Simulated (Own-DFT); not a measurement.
Simulation results for Si3N4 (beta silicon nitride, atoms displaced)

A calculation, not a measurement: plane-wave PBE density functional theory by an unreviewed code, no spin, of a simulated periodic cell, stress positive in tension, free energy of the whole cell less one offset for each atom, forces on such cells moved up to 12 meV/angstrom on a denser k mesh; offsets are fitted by least squares, one for each functional and potential file, so energies compare only between cells with the same atoms and settings and are not formation energies; the far tail of each file's local potential was reset to the Coulomb form; each entry is a single point on an unrelaxed cell, so the pressure reflects the starting lattice, mostly measured values (interpolated for alloys), from which strain is counted, and rises with the displacements; printed positions are rounded, which can move forces by about a meV/angstrom; the program, named Own-DFT, is a retired in-house code; no spin-orbit coupling; before rounding, a Quantum ESPRESSO 7.3.1 run of the same cell and cutoff gave forces within 1 meV/angstrom rms on each cell, which checks the program and not the settings. Program: Own-DFT development build.

Common to all runs: functional PBE; potential files PseudoDojo norm-conserving, scalar-relativistic, standard set; wave cutoff 42 hartree; occupations Fermi-Dirac; smearing width 0.1 eV; k mesh 2 x 2 x 4 centred on Gamma.

(1) Si3N4 (beta silicon nitride, atoms displaced)

```
CELL_PARAMETERS angstrom
15.21200 0.00000 0.00000
-7.60600 13.17400 0.00000
0.00000 0.00000 5.81800
ATOMIC_POSITIONS crystal
Si 0.08548 0.38129 0.12145
Si 0.11968 0.20298 0.12857
Si 0.29860 0.41268 0.12104
Si 0.41572 0.11565 0.37846
Si 0.38385 0.29772 0.37360
Si 0.20060 0.08639 0.37214
N 0.16662 0.01630 0.12630
N 0.48458 0.14764 0.12594
N 0.34792 0.33286 0.12949
N 0.33502 0.48494 0.37434
N 0.01589 0.34806 0.37229
N 0.15222 0.16824 0.37776
N 0.16579 0.33357 0.12874
N 0.33356 0.16627 0.37783
Si 0.08731 0.38345 0.62941
Si 0.11716 0.20214 0.62205
Si 0.29865 0.41605 0.61710
Si 0.41258 0.11640 0.88175
Si 0.38577 0.29841 0.86760
Si 0.20230 0.08522 0.87393
N 0.16814 0.01793 0.62927
N 0.48311 0.15033 0.63051
N 0.35081 0.33326 0.62432
N 0.33424 0.48588 0.86925
N 0.01760 0.34867 0.87484
N 0.15142 0.16426 0.87537
N 0.16600 0.33184 0.62630
N 0.33381 0.16926 0.87814
Si 0.08692 0.88562 0.12982
Si 0.11364 0.70175 0.12628
Si 0.29847 0.91278 0.12386
Si 0.41441 0.61601 0.37417
Si 0.38407 0.79691 0.37415
Si 0.20077 0.58672 0.38114
N 0.16683 0.51856 0.12906
N 0.48669 0.65214 0.12544
N 0.34899 0.83262 0.11631
N 0.33563 0.98496 0.37948
N 0.01630 0.84979 0.37564
N 0.15263 0.66672 0.37568
N 0.16498 0.83276 0.12344
N 0.33299 0.66897 0.37652
Si 0.08831 0.88738 0.62250
Si 0.11475 0.70163 0.62033
Si 0.29928 0.91428 0.62932
Si 0.41578 0.61633 0.87686
Si 0.38458 0.80030 0.86956
Si 0.20270 0.58717 0.87281
N 0.16613 0.51561 0.62534
N 0.48582 0.65045 0.62733
N 0.34867 0.83221 0.62913
N 0.33408 0.98355 0.87796
N 0.01390 0.84901 0.88041
N 0.15011 0.66631 0.87185
N 0.16710 0.83239 0.63139
N 0.33382 0.66691 0.88051
Si 0.58520 0.38555 0.12193
Si 0.61398 0.20139 0.12974
Si 0.79985 0.41426 0.11939
Si 0.91393 0.11531 0.38224
Si 0.88580 0.29864 0.36485
Si 0.69875 0.08377 0.37771
N 0.66279 0.01211 0.12111
N 0.98629 0.15080 0.12967
N 0.84688 0.33313 0.13541
N 0.83268 0.48287 0.37764
N 0.51597 0.34757 0.37405
N 0.64892 0.16522 0.37284
N 0.66692 0.32902 0.12138
N 0.83516 0.16870 0.37965
Si 0.58411 0.38288 0.62712
Si 0.61576 0.20323 0.62142
Si 0.79632 0.41263 0.62169
Si 0.91175 0.11616 0.86970
Si 0.88377 0.29968 0.88001
Si 0.70365 0.08949 0.87516
N 0.66370 0.01441 0.62631
N 0.98677 0.15244 0.62977
N 0.84961 0.33436 0.62176
N 0.83323 0.48368 0.87300
N 0.51437 0.35006 0.87829
N 0.65213 0.16692 0.86839
N 0.66513 0.33044 0.62399
N 0.83357 0.16546 0.88116
Si 0.58434 0.88486 0.12002
Si 0.61505 0.70348 0.12291
Si 0.79714 0.91682 0.12547
Si 0.91340 0.61344 0.37680
Si 0.88381 0.79808 0.37767
Si 0.70100 0.58571 0.37350
N 0.66619 0.51589 0.12296
N 0.98445 0.65065 0.12537
N 0.85100 0.83498 0.12630
N 0.83463 0.98405 0.37339
N 0.51659 0.84939 0.37386
N 0.64952 0.66511 0.37599
N 0.66922 0.83641 0.12454
N 0.83369 0.66842 0.37827
Si 0.58550 0.88576 0.62143
Si 0.61584 0.70162 0.62551
Si 0.79834 0.91249 0.62583
Si 0.91606 0.61373 0.87998
Si 0.88468 0.80024 0.87795
Si 0.70314 0.58739 0.87944
N 0.66732 0.51645 0.62731
N 0.98270 0.64963 0.61518
N 0.84978 0.83310 0.62303
N 0.83203 0.98256 0.87805
N 0.51441 0.84744 0.87205
N 0.64895 0.66576 0.87803
N 0.66482 0.83160 0.62551
N 0.83730 0.66881 0.87817
```

- free energy of cell above offsets: -18.820 eV
- pressure: 5.54 GPa
- stress xx: -3.67 GPa
- stress yy: -4.71 GPa
- stress zz: -8.23 GPa
- stress yz: 0.27 GPa
- stress xz: -0.54 GPa
- stress xy: 0.17 GPa

Force:
```
element  x (eV/Å)  y (eV/Å)  z (eV/Å)
     Si     0.901      1.78     1.207
     Si    -1.838     0.438    -1.139
     Si    -1.273     0.028    -0.038
     Si    -1.763     0.025     0.065
     Si      0.86    -1.303     0.219
     Si     1.517     1.148      0.85
      N    -0.267    -0.557     -0.15
      N     0.045     0.011      0.36
      N      0.29     0.439     -1.47
      N     0.301     0.655    -1.189
      N    -0.365      0.38     0.495
      N     0.897    -1.026    -0.295
      N     1.454    -0.022    -0.271
      N     0.002    -0.105     -0.23
     Si     0.447     0.087    -1.531
     Si    -0.488     0.689     1.645
     Si    -0.177    -1.799     1.349
     Si     -0.76    -0.224    -0.704
     Si    -0.878    -0.801     1.715
     Si     0.543     1.679     0.875
      N    -0.392    -1.133    -1.421
      N      1.02     0.222    -0.033
      N    -1.281     1.361    -0.504
      N     0.511    -0.367     0.634
      N     -2.16    -0.448     0.057
      N    -0.401     0.142    -0.076
      N     0.685     0.782    -0.075
      N     0.483    -1.066     0.024
     Si     0.471    -0.645    -0.999
     Si     1.107     0.836    -0.485
     Si    -0.892    -0.875     0.903
     Si    -1.213     0.767     0.504
     Si     0.028     0.057    -0.308
     Si     1.308      0.62    -1.159
      N    -0.379    -1.902     -0.62
      N    -0.429    -0.577     0.213
      N     -0.43      0.93     1.678
      N      0.33    -0.251    -0.593
      N    -0.688     0.264     0.487
      N    -0.961     0.099    -0.353
      N     0.625      0.39     0.341
      N     0.948    -1.381     0.155
     Si     0.636    -1.366     1.392
     Si    -0.252     0.825     0.661
     Si    -0.763    -1.265    -0.462
     Si    -1.732     0.477    -0.345
     Si     1.422    -2.463     0.954
     Si     0.551     0.833      1.13
      N    -0.291    -1.011     0.353
      N    -0.095     -0.41    -0.545
      N    -0.777     1.221    -1.865
      N     0.152      1.33    -0.024
      N     0.778     1.084    -0.907
      N    -0.244    -0.524     0.285
      N     -0.45     0.832    -0.424
      N     0.292     0.232    -0.388
     Si     2.405    -0.691     0.876
     Si     0.729     0.186    -1.792
     Si    -1.929    -1.132     1.276
     Si    -0.516     0.601    -1.239
     Si     0.885     -1.15     3.157
     Si     1.284     1.256    -0.889
      N    -0.225     1.912     0.419
      N      0.09    -0.346    -0.606
      N     0.277     0.611    -2.702
      N     0.249     0.702    -1.321
      N     -0.87     0.221    -0.052
      N     0.557    -0.888     0.477
      N    -1.263     2.339    -0.013
      N    -0.809    -1.367    -0.139
     Si     1.699     0.626    -0.397
     Si    -0.254    -0.447     0.652
     Si    -0.281    -1.217     0.416
     Si       1.1    -0.356     2.087
     Si     0.701    -1.132    -1.081
     Si     0.175    -0.803     0.081
      N    -0.061     0.517     0.182
      N     0.081    -0.534    -0.463
      N      0.26     0.346     0.512
      N      0.54     0.412    -0.074
      N     -0.05     0.209    -0.645
      N    -0.447     -0.17     1.092
      N    -0.672     1.577     0.018
      N    -0.792     1.275    -0.147
     Si      1.73    -1.096     0.198
     Si     0.825     1.479     0.882
     Si     0.786    -2.071     0.251
     Si    -2.462     0.516    -0.922
     Si     0.763      -0.8    -0.905
     Si     0.918     1.406     0.641
      N     -0.28    -0.964       0.5
      N     0.609     -0.55     0.634
      N    -1.253     1.075      0.34
      N     0.183     0.969     1.305
      N    -1.415    -0.146    -0.418
      N     0.022    -0.404    -0.521
      N    -1.252    -1.034     0.017
      N     0.361    -1.273    -0.225
     Si     1.677    -1.164     0.677
     Si    -0.231     0.879     -0.04
     Si    -1.223    -0.946    -0.179
     Si    -2.164     1.072    -1.735
     Si     0.752    -1.481    -0.084
     Si     0.971     1.628    -1.012
      N    -0.496    -1.245    -0.034
      N     1.619     0.134     2.224
      N    -0.707     0.947     0.824
      N     0.451      1.81     -1.41
      N    -0.491     0.359    -0.261
      N     0.859    -0.745    -0.337
      N     0.292     0.889    -0.093
      N    -0.672    -0.945     0.046
```

(2) Si3N4 (beta silicon nitride, atoms displaced)

```
CELL_PARAMETERS angstrom
15.21200 0.00000 0.00000
-7.60600 13.17400 0.00000
0.00000 0.00000 5.81800
ATOMIC_POSITIONS crystal
Si 0.08588 0.38527 0.12037
Si 0.11485 0.20040 0.12583
Si 0.29750 0.41410 0.12301
Si 0.41269 0.11356 0.37628
Si 0.38659 0.30004 0.37418
Si 0.19985 0.08798 0.37960
N 0.16802 0.01785 0.12673
N 0.48273 0.15279 0.12766
N 0.35067 0.33602 0.12262
N 0.33336 0.48206 0.37571
N 0.01736 0.34992 0.37540
N 0.14989 0.16434 0.37259
N 0.16560 0.33379 0.12640
N 0.33469 0.16980 0.37719
Si 0.08647 0.38417 0.62272
Si 0.11638 0.20300 0.63059
Si 0.30183 0.41766 0.62054
Si 0.40984 0.11437 0.87066
Si 0.38229 0.29640 0.87650
Si 0.20176 0.08796 0.87118
N 0.16839 0.01763 0.62350
N 0.48382 0.15216 0.62877
N 0.35027 0.33483 0.62566
N 0.33090 0.48382 0.87100
N 0.01627 0.34951 0.87222
N 0.14931 0.16377 0.87078
N 0.17000 0.33332 0.62822
N 0.33542 0.16891 0.87142
Si 0.08605 0.88571 0.12458
Si 0.11284 0.70180 0.12394
Si 0.29573 0.91259 0.12848
Si 0.41306 0.61640 0.37214
Si 0.38756 0.80077 0.38364
Si 0.20002 0.58699 0.37081
N 0.16638 0.51660 0.12604
N 0.48202 0.64911 0.12269
N 0.34788 0.83130 0.12081
N 0.33323 0.98510 0.37862
N 0.01752 0.85058 0.37650
N 0.15121 0.66540 0.37346
N 0.17052 0.83429 0.12719
N 0.33357 0.66689 0.37436
Si 0.08609 0.88417 0.62539
Si 0.11540 0.70175 0.62224
Si 0.30007 0.91361 0.62546
Si 0.41222 0.61674 0.87030
Si 0.38536 0.79593 0.87833
Si 0.20121 0.58612 0.87006
N 0.16411 0.51558 0.63030
N 0.48232 0.64798 0.62446
N 0.34912 0.83533 0.62396
N 0.33736 0.98555 0.86983
N 0.01535 0.85031 0.87021
N 0.14853 0.66396 0.87850
N 0.16832 0.83162 0.62104
N 0.33315 0.66343 0.87255
Si 0.58924 0.38485 0.12401
Si 0.61550 0.20280 0.13125
Si 0.79614 0.41169 0.12479
Si 0.91231 0.11539 0.37630
Si 0.88413 0.29719 0.36970
Si 0.70262 0.08644 0.37740
N 0.66668 0.01760 0.12222
N 0.98267 0.14932 0.12185
N 0.85004 0.33433 0.13101
N 0.83315 0.48492 0.37520
N 0.51571 0.34897 0.37644
N 0.64843 0.16504 0.37217
N 0.66682 0.33331 0.12408
N 0.83168 0.16455 0.37298
Si 0.58675 0.38406 0.62576
Si 0.61408 0.20278 0.62173
Si 0.79518 0.40995 0.62094
Si 0.91387 0.11585 0.87905
Si 0.88412 0.29711 0.87308
Si 0.70416 0.08665 0.87994
N 0.66618 0.01315 0.62231
N 0.98441 0.15036 0.62332
N 0.84967 0.33574 0.61911
N 0.83498 0.48404 0.87026
N 0.51357 0.34773 0.87186
N 0.65093 0.16911 0.87585
N 0.66387 0.33187 0.62102
N 0.83411 0.16545 0.87979
Si 0.58785 0.88430 0.12764
Si 0.61656 0.70104 0.12470
Si 0.79749 0.91414 0.12147
Si 0.91110 0.61405 0.37255
Si 0.88555 0.79813 0.37723
Si 0.70188 0.58658 0.37479
N 0.66743 0.51616 0.12124
N 0.98541 0.65200 0.12523
N 0.85096 0.83496 0.12561
N 0.83261 0.98533 0.37169
N 0.51472 0.84884 0.37214
N 0.65144 0.66659 0.37107
N 0.66579 0.83597 0.12124
N 0.83389 0.66587 0.38058
Si 0.58536 0.88537 0.62346
Si 0.61320 0.70129 0.62931
Si 0.79745 0.91158 0.62523
Si 0.91372 0.61586 0.87152
Si 0.88217 0.79804 0.87908
Si 0.70320 0.58741 0.87705
N 0.66609 0.51487 0.63163
N 0.98542 0.65138 0.61848
N 0.84922 0.83429 0.62389
N 0.83388 0.98467 0.87188
N 0.51670 0.85047 0.87951
N 0.64733 0.66484 0.87589
N 0.66601 0.83664 0.62472
N 0.83188 0.66545 0.87621
```

* free energy of cell above offsets: -19.344 eV
* pressure: 5.61 GPa
* stress xx: -5.54 GPa
* stress yy: -4.34 GPa
* stress zz: -6.95 GPa
* stress yz: -0.1 GPa
* stress xz: 0.07 GPa
* stress xy: 0.47 GPa

Force:
```
element  x (eV/Å)  y (eV/Å)  z (eV/Å)
     Si     1.403     0.008     0.706
     Si    -0.559     1.476    -0.295
     Si    -0.588        -1    -0.288
     Si    -1.419      1.64     0.074
     Si     -0.26    -0.964     0.212
     Si     2.674     0.815    -1.053
      N    -0.531    -0.901     -0.47
      N     1.021    -0.298     -0.58
      N    -0.282     0.326     0.436
      N     0.288     2.332    -1.308
      N    -1.457    -0.424    -0.653
      N    -1.355     0.433     0.743
      N     0.307    -0.674    -0.128
      N    -0.292    -1.219    -0.095
     Si     1.999    -0.088     0.275
     Si    -0.485     0.951     -1.64
     Si    -0.574    -2.741     1.189
     Si     0.585     1.147     1.164
     Si     0.691     0.369    -0.594
     Si     1.757     0.304     0.828
      N    -0.556    -1.695      0.49
      N      0.64    -0.395    -0.836
      N    -0.193     0.601    -0.213
      N     0.595     1.351     0.621
      N    -1.309    -0.297     0.011
      N    -0.414    -0.012     1.178
      N    -1.172     0.374    -0.178
      N    -1.455     -1.29     0.175
     Si     1.871     0.213    -0.285
     Si      1.54     1.025     0.318
     Si     1.481      0.42    -0.854
     Si    -1.065    -0.694    -0.013
     Si    -1.181    -1.976    -2.065
     Si     1.681     0.325      1.04
      N    -0.375    -0.825    -0.726
      N     1.601     0.486      -0.1
      N    -0.181       0.9     1.374
      N     0.468    -0.364    -0.579
      N    -1.269    -0.234    -0.432
      N    -1.112     0.168    -0.121
      N    -2.805    -0.778    -0.234
      N    -0.427     0.233      0.21
     Si     2.269     0.408    -0.164
     Si     0.366     0.386     0.394
     Si     -1.53    -0.424     0.033
     Si     0.095    -1.347     0.833
     Si    -0.419    -0.463    -0.403
     Si     0.518     0.779      1.37
      N    -0.241      -0.6    -1.838
      N     1.064     0.418    -0.493
      N     1.424    -0.473     0.996
      N    -0.218    -0.641     1.247
      N     -0.83    -0.164     1.037
      N    -0.205    -0.074    -0.794
      N    -1.015     0.943     0.318
      N    -1.444     1.422    -0.116
     Si     -1.14    -0.731     -0.28
     Si    -1.306     0.024     -1.72
     Si     -0.02     0.555    -0.319
     Si    -0.184       0.1    -0.247
     Si      1.06    -0.771     1.328
     Si    -0.229     0.277    -0.422
      N    -0.316    -1.443     1.207
      N     1.226     0.269      1.15
      N    -0.254     0.398    -1.833
      N     0.187    -0.509    -0.456
      N     0.414     0.914    -0.679
      N     0.876     -0.67     1.137
      N     0.295     0.046      0.09
      N     0.119     1.158     0.243
     Si    -0.408    -0.286     0.141
     Si    -0.128    -0.157     0.892
     Si    -0.874     0.669      0.35
     Si    -0.487    -0.277     -1.45
     Si    -0.015    -0.289    -0.003
     Si    -0.918     0.981    -1.538
      N    -0.519     1.265     0.758
      N     0.368    -0.045      0.52
      N     0.919    -0.665     0.594
      N     0.189    -0.088     0.491
      N     0.482       0.7     0.898
      N     1.099    -1.036    -0.176
      N      0.92     0.575    -0.005
      N     -0.49     0.782    -0.325
     Si    -0.333     0.822    -0.532
     Si    -2.169     1.425     0.091
     Si    -0.565    -0.307     0.432
     Si     0.232      0.46      0.21
     Si     0.394    -0.943     -0.17
     Si     0.805    -0.086     0.522
      N    -0.333    -0.387     0.965
      N    -0.919    -0.629     -0.36
      N    -0.695     0.538     0.567
      N     0.585     -0.48     0.456
      N     0.376     0.605      0.66
      N    -0.133    -0.271     1.241
      N      1.83    -1.552     0.216
      N    -0.817     0.646    -0.283
     Si     0.723    -0.499     0.533
     Si    -0.245     1.476    -1.158
     Si     -1.37      0.65    -0.728
     Si     -0.38    -0.118    -0.131
     Si     1.353    -1.049    -0.987
     Si    -0.148     0.118    -0.504
      N    -0.357     0.291    -1.131
      N    -0.202    -0.344     0.578
      N     0.205     0.011     0.348
      N     0.452     0.141     0.135
      N    -0.719    -0.174    -0.797
      N     1.187     -0.56    -0.276
      N     0.838     -1.86    -0.046
      N     0.421     1.128     0.069
```
